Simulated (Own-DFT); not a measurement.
# Bulk modulus against bond length in tetrahedral crystals

No measurement is shown. These are fixed-geometry runs of a retired plane-wave code named Own-DFT, which no person has reviewed; spin and spin-orbit coupling are neglected.

Known weak points (not all hold for every row): forces on such cells moved up to 12 meV/angstrom on a denser k mesh; forces not confirmed at this smearing and k mesh; k mesh not checked against a denser one; forces on such cells passed a denser k mesh, each cell not checked; stress not checked against mesh or cutoff.

All runs are PBE with PseudoDojo norm-conserving files; cutoff and k mesh are each material's own. Every cell starts from measured lattice constants and was given uniform random strains and small random moves of its atoms. Each triple is the change of volume in per cent, the rms move u in Å and the pressure in GPa.

- 2H SiC (C36Si36), 10.36 Å³/atom unstrained: (-1.16, 0.049, 8.22); (-0.39, 0.050, 6.55); (-0.31, 0.053, 7.00); (-0.09, 0.050, 5.95); (0.02, 0.051, 5.29); (1.96, 0.050, 1.24); (2.29, 0.051, 0.55)
- wurtzite AlN (Al64N64), 10.45 Å³/atom unstrained: (-3.47, 0.051, 13.75); (-2.13, 0.049, 10.56); (-1.44, 0.047, 8.66); (-0.81, 0.047, 7.30); (0.90, 0.050, 4.16); (0.93, 0.047, 4.09); (2.56, 0.050, 0.51)
- wurtzite GaN (Ga36N36), 11.42 Å³/atom unstrained: (-3.61, 0.054, 15.74); (-1.12, 0.052, 9.99); (-1.06, 0.048, 8.80); (-0.35, 0.047, 7.34); (0.72, 0.052, 6.03); (2.63, 0.054, 2.52); (3.41, 0.050, 0.92)
- diamond silicon (Si64), 20.02 Å³/atom unstrained: withheld
- zincblende GaP (Ga32P32), 20.24 Å³/atom unstrained: (-1.42, 0.048, 4.92); (-1.34, 0.055, 5.02); (-0.92, 0.048, 4.56); (-0.82, 0.050, 4.15); (0.83, 0.045, 2.60); (1.53, 0.050, 1.76); (2.33, 0.051, 1.47)
- grey tin (Sn64), 34.15 Å³/atom unstrained: (-3.17, 0.049, 5.73); (-0.17, 0.049, 3.78); (0.21, 0.046, 3.54); (0.32, 0.054, 3.64); (0.99, 0.051, 3.20); (1.49, 0.050, 2.95); (1.68, 0.050, 2.99)

## Analysis

Fit a line to each set against the fractional change of volume; B is minus its slope, and u is nearly the same within a set. To take it to zero pressure, assume that B rises by 4 GPa for each GPa: B0 = B - 4 x (mean pressure). The bond length of an ideal tetrahedral crystal with the unstrained volume v is d = (√3/4)(8 v)^(1/3). Cohen's empirical rule reads B0 = (1971 - 220 L) d^(-3.5) GPa, with L = 0 for group IV crystals and SiC and 1 for III-V compounds.

```
material,L,d (Å),B (GPa),mean P (GPa),B0 (GPa),rule (GPa)
2H SiC (C36Si36),0,1.888,227 ± 10,5.0,207 ± 10,213
wurtzite AlN (Al64N64),1,1.893,215 ± 6,7.0,187 ± 6,188
wurtzite GaN (Ga36N36),1,1.950,204 ± 12,7.3,174 ± 12,169
diamond silicon (Si64),0,2.352,?,?,?,99
zincblende GaP (Ga32P32),1,2.360,100 ± 6,3.5,86 ± 6,87
grey tin (Sn64),0,2.810,58 ± 3,3.7,43 ± 3,53
```

A line through ln[B0/(1971 - 220 L)] against ln d has a slope of -3.9 ± 0.2 and a scatter of 6 %. Against the rule, B0 stands at 97 % for 2H SiC, 100 % for wurtzite AlN, 103 % for wurtzite GaN, 99 % for zincblende GaP, 82 % for grey tin. PBE tends to make silicon and heavier crystals too soft, and the rule itself is only a guide.

## Withheld run

Question: what B0 does the fitted trend give for diamond silicon (Si64)?

From the line: 91 GPa. Its own runs give B = 101 ± 3 GPa at a mean pressure of 3.2 GPa, so B0 = 88 GPa.
